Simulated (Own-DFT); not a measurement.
Simulation results for Hf16O31 (monoclinic hafnia with two neutral oxygen vacancies, atoms displaced)

A calculation, not a measurement: plane-wave PBE and HSE06 DFT by an unreviewed code, no spin, of a simulated cell at Gamma alone, so results move with cell size and shape, stress positive in tension, energies less offsets, not probed for a lower state with spin; hafnium file: forces about 75 meV/angstrom off all-electron values; oxygen file: force components 24 meV/angstrom off all-electron in a glass; k mesh not checked against a denser one; forces and stress are PBE's, HSE06 gives the energy alone, and its difference from PBE has offsets of its own; offsets are fitted by least squares, one for each functional and potential file, so energies compare only between cells with the same atoms and settings and are not formation energies; the far tail of each file's local potential was reset to the Coulomb form; each entry is a single point on an unrelaxed cell, so the pressure reflects the starting lattice, mostly measured values, from which strain is counted, and rises with the displacements; printed positions are rounded, which can move forces by about a meV/angstrom; the program is a retired in-house code; no spin-orbit coupling. Program: Own-DFT development build.

### Hf16O31 (monoclinic hafnia with two neutral oxygen vacancies, atoms displaced)

```
Hf16O31
1.0
     10.2340     0.0000     0.0000
      0.0000    10.3500     0.0000
     -1.6955     0.0000    10.4453
Hf O Hf O Hf O Hf O Hf O Hf O Hf O Hf O
4 8 4 8 4 7 4 7 4 8 4 8 4 8 4 8
Direct
  0.12466 0.01166 0.10631
  0.35565 0.26950 0.15043
  0.35649 0.48478 0.38037
  0.13881 0.24024 0.34181
  0.02955 0.16599 0.15349
  0.46289 0.41507 0.07634
  0.45901 0.32860 0.31829
  0.02922 0.08335 0.42015
  0.20316 0.37471 0.23559
  0.28519 0.13063 0.02717
  0.28029 0.13386 0.27027
  0.23325 0.37354 0.49186
  0.13483 0.02683 0.61141
  0.36577 0.25916 0.65032
  0.36693 0.48705 0.89935
  0.14234 0.22526 0.85606
  0.03000 0.17257 0.66685
  0.46401 0.40238 0.57533
  0.45668 0.33997 0.83239
  0.02971 0.08388 0.91071
  0.22903 0.37822 0.73653
  0.27737 0.12447 0.49918
  0.27969 0.12603 0.75079
  0.21963 0.38313 0.98334
  0.12300 0.52683 0.09910
  0.35001 0.77628 0.13979
  0.35758 0.97294 0.41154
  0.13352 0.72616 0.34840
  0.04086 0.66884 0.16940
  0.46714 0.82864 0.31295
  0.02649 0.59962 0.41483
  0.21621 0.87229 0.24893
  0.28542 0.63668 0.01561
  0.27406 0.62031 0.25171
  0.21627 0.86720 0.49289
  0.14635 0.51574 0.60623
  0.35945 0.75774 0.65957
  0.36316 0.98316 0.89216
  0.14422 0.73529 0.87322
  0.04428 0.68292 0.69153
  0.46012 0.91785 0.56850
  0.46200 0.83999 0.82014
  0.04673 0.58556 0.93646
  0.22496 0.87710 0.74218
  0.28838 0.62953 0.51752
  0.28569 0.60719 0.75925
  0.64357 0.01400 0.09915
  0.84453 0.26867 0.13541
  0.86696 0.47937 0.39591
  0.63872 0.22958 0.35448
  0.52951 0.17322 0.17704
  0.96711 0.42151 0.07401
  0.97510 0.33644 0.31937
  0.54095 0.08347 0.41619
  0.72012 0.39282 0.23419
  0.77024 0.12728 0.00927
  0.77313 0.13048 0.25830
  0.72215 0.36913 0.48449
  0.64284 0.02214 0.60580
  0.86613 0.26665 0.65287
  0.86121 0.48115 0.90742
  0.64346 0.21939 0.86176
  0.53505 0.16483 0.66017
  0.96176 0.41282 0.58891
  0.96131 0.33500 0.83027
  0.53189 0.07336 0.92247
  0.74908 0.37711 0.74867
  0.77186 0.11679 0.51614
  0.77339 0.12348 0.76355
  0.72587 0.35837 0.99322
  0.62913 0.51348 0.11342
  0.85753 0.77210 0.13836
  0.87525 0.98713 0.39503
  0.63924 0.73419 0.35598
  0.53929 0.66973 0.17560
  0.97100 0.91961 0.07532
  0.97231 0.83148 0.33398
  0.52937 0.57050 0.43182
  0.73901 0.87665 0.22417
  0.79257 0.63119 0.00528
  0.76916 0.62770 0.26069
  0.71422 0.87192 0.49884
  0.63309 0.51439 0.60587
  0.86857 0.78329 0.65254
  0.87008 0.98163 0.89985
  0.63669 0.72031 0.85162
  0.53337 0.66488 0.66839
  0.94517 0.92619 0.56977
  0.96608 0.83482 0.83380
  0.52703 0.57832 0.92900
  0.73085 0.89028 0.73692
  0.77786 0.63986 0.51129
  0.76854 0.61312 0.75976
  0.74290 0.87614 0.99127
```

* first functional: PBE
* second functional: HSE06
* exact exchange share: 0.25
* screening: 0.11 1/bohr
* exchange divergence: Gygi-Baldereschi
* potential files: PseudoDojo norm-conserving, scalar-relativistic, made for PBE, standard set
* wave cutoff: 48 hartree
* occupations: fixed
* k mesh: 1 x 1 x 1 centred on Gamma
* PBE energy of cell above offsets: -80.570 eV
* HSE06 less PBE above offsets: 0.985 eV
* PBE pressure: 8.13 GPa
* PBE stress xx: -8.6 GPa
* PBE stress yy: -7.95 GPa
* PBE stress zz: -7.83 GPa
* PBE stress yz: 0.29 GPa
* PBE stress xz: -0.73 GPa
* PBE stress xy: -0.6 GPa

Force:
```
element  x (eV/Å)  y (eV/Å)  z (eV/Å)
     Hf     5.198     2.779     1.395
     Hf     0.086      0.34    -0.554
     Hf     0.632    -1.591      2.52
     Hf     0.908    -2.119     2.042
      O    -0.826     0.556     0.615
      O     0.089     0.053     1.003
      O    -0.182     1.925     1.575
      O     2.467     1.749     0.429
      O     1.647     1.539    -0.643
      O    -1.344    -1.627    -3.282
      O    -0.625    -1.548    -0.971
      O    -1.394     0.049    -0.897
     Hf     0.804    -1.579    -2.523
     Hf     0.554      2.99    -2.213
     Hf    -3.111    -3.422    -0.147
     Hf    -0.304     3.419      0.66
      O     2.347    -1.487     1.016
      O     1.225      0.98     0.445
      O     2.537    -2.435    -0.362
      O     1.834     0.265     0.769
      O    -1.338    -0.411    -0.164
      O     -1.52     0.507     2.252
      O    -1.649     -1.51     1.802
      O    -0.021    -1.403     0.157
     Hf      4.28    -2.557     2.553
     Hf     2.517     0.194     2.101
     Hf     0.941     0.942    -2.895
     Hf     1.645     1.302     1.664
      O    -2.183     1.971     0.132
      O    -0.998     1.377     0.546
      O    -0.738    -2.989     2.026
      O     0.798     1.519    -2.082
      O    -0.643     0.467    -1.072
      O     0.062    -0.256     0.519
      O    -0.297     0.115      0.69
     Hf    -0.604    -0.013     0.277
     Hf    -0.225     1.922    -2.829
     Hf    -0.924    -1.198     0.947
     Hf    -0.293    -0.247    -2.477
      O     0.789    -1.562    -1.205
      O     0.482    -1.284     2.261
      O     1.582     -0.76     1.334
      O    -1.711     1.222    -3.764
      O     -0.93     0.874     0.888
      O    -1.285    -1.096    -1.332
      O    -1.043     2.149    -0.096
     Hf    -2.221     0.681     1.593
     Hf     3.018      0.43     2.925
     Hf    -0.752     0.585     0.613
     Hf    -1.957    -0.895     0.342
      O      1.96    -1.881    -1.637
      O    -2.435    -1.948      0.96
      O    -3.229     1.423    -0.093
      O    -0.842    -0.465     0.318
      O     1.505    -2.491     1.728
      O     0.392    -0.687    -0.098
      O     0.515    -0.376    -0.365
      O     0.619     0.391     0.406
     Hf    -0.897    -0.945    -1.696
     Hf    -2.177     1.053    -1.121
     Hf     0.997    -0.827    -2.954
     Hf    -1.633     1.557    -2.566
      O     0.015     0.501     2.204
      O      1.66     2.027    -1.832
      O     2.633      -1.2     1.102
      O     1.387      0.94    -0.019
      O    -3.528     0.399    -0.294
      O     1.624     1.916    -0.534
      O     0.183    -0.206     0.881
      O    -0.742     1.595    -0.752
     Hf    -0.923     2.792    -1.335
     Hf     1.585    -1.737     1.553
     Hf    -3.191    -1.599    -1.055
     Hf     -0.19    -0.686     1.004
      O    -0.778    -0.245    -1.051
      O    -2.532    -2.167     0.186
      O     -1.32     0.948    -1.226
      O     1.499     1.907    -1.395
      O     -2.01      1.39     1.658
      O    -2.026     0.194     0.415
      O     1.311    -0.548     -0.07
      O     0.236    -0.549    -1.748
     Hf     0.475     -0.89    -0.864
     Hf      -1.1     -2.43    -1.356
     Hf    -1.566    -0.253    -2.617
     Hf    -0.011     0.686    -0.236
      O     0.325     0.254      1.47
      O     2.727     0.542     2.056
      O      0.36     0.179     0.924
      O     4.426     3.054    -0.427
      O    -0.256     -1.49     1.885
      O    -0.082    -1.262     0.175
      O    -0.178     1.109     0.693
      O    -2.114    -0.881    -0.859
```
